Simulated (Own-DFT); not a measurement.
# Shaking the atoms of a stack of InAs and GaAs layers, 64 atoms (As32Ga24In8)

All numbers below are calculated, not measured. They come from Own-DFT, an in-house plane-wave density functional program, since retired, whose code no person has reviewed. Each row is one single-point run on a periodic cell that was not relaxed, without spin or spin-orbit coupling.

Settings of every run: PBE; PseudoDojo norm-conserving scalar-relativistic files; cutoff 42 hartree; 3 x 3 x 3 k mesh centred on Gamma; Fermi-Dirac smearing of 0.1 eV.

Known limits, some of them of some rows only: some atoms lie very close together; forces on such cells passed a denser k mesh, each cell not checked; stress not checked against mesh or cutoff.

Cell vectors in Å: (11.307, 0.000, 0.000); (0.000, 11.307, 0.000); (0.000, 0.000, 11.307). In each run every atom was moved at random and independently from its ideal site; u is the rms move along one axis. E is the free energy for each atom above the fitted value at u = 0, and F the rms of the force components.

```
run   u (Å)  E (meV/atom)  F (eV/Å)  largest force (eV/Å)  P (GPa)
  1  0.0303          17.9     0.732                  2.86     9.03
  2  0.0324          21.8     0.756                  2.87     9.08
  3  0.0533          54.6     1.030                  4.80     9.50
  4  0.0568          65.4     1.139                  4.88     9.60
  5  0.0982             ?         ?                     ?        ?
  6  0.0987         214.2     2.282                 15.87    11.70
  7  0.1065         207.4     1.919                  9.92    11.56
```

## Worked fit

For small independent moves the energy grows as E = (3/2) K u², with K the mean stiffness felt by one atom. The runs with u up to 0.11 Å give K = 13.3 ± 0.6 eV/Å², with residuals divided by u² + 0.0006 Å², since the noise grows with the moves. The scatter is 4.1 meV/atom at u = 0.05 Å. The forces follow F = G u with G = 21.5 eV/Å²; no force at u = 0 is resolved. G exceeds K because the moves of its neighbours add to the force on an atom, and stiffness differs between atoms. The pressure follows P = 8.78 + 267 u² GPa: at fixed volume, shortened bonds push harder than stretched ones pull.

## Withheld run

Question: what energy and rms force should run 5 give?

The fit gives 193 ± 16 meV/atom and about 2.11 eV/Å. The calculation gave 162.2 meV/atom and 1.741 eV/Å. This run lies off the fit, by chance or by something that the fit leaves out.
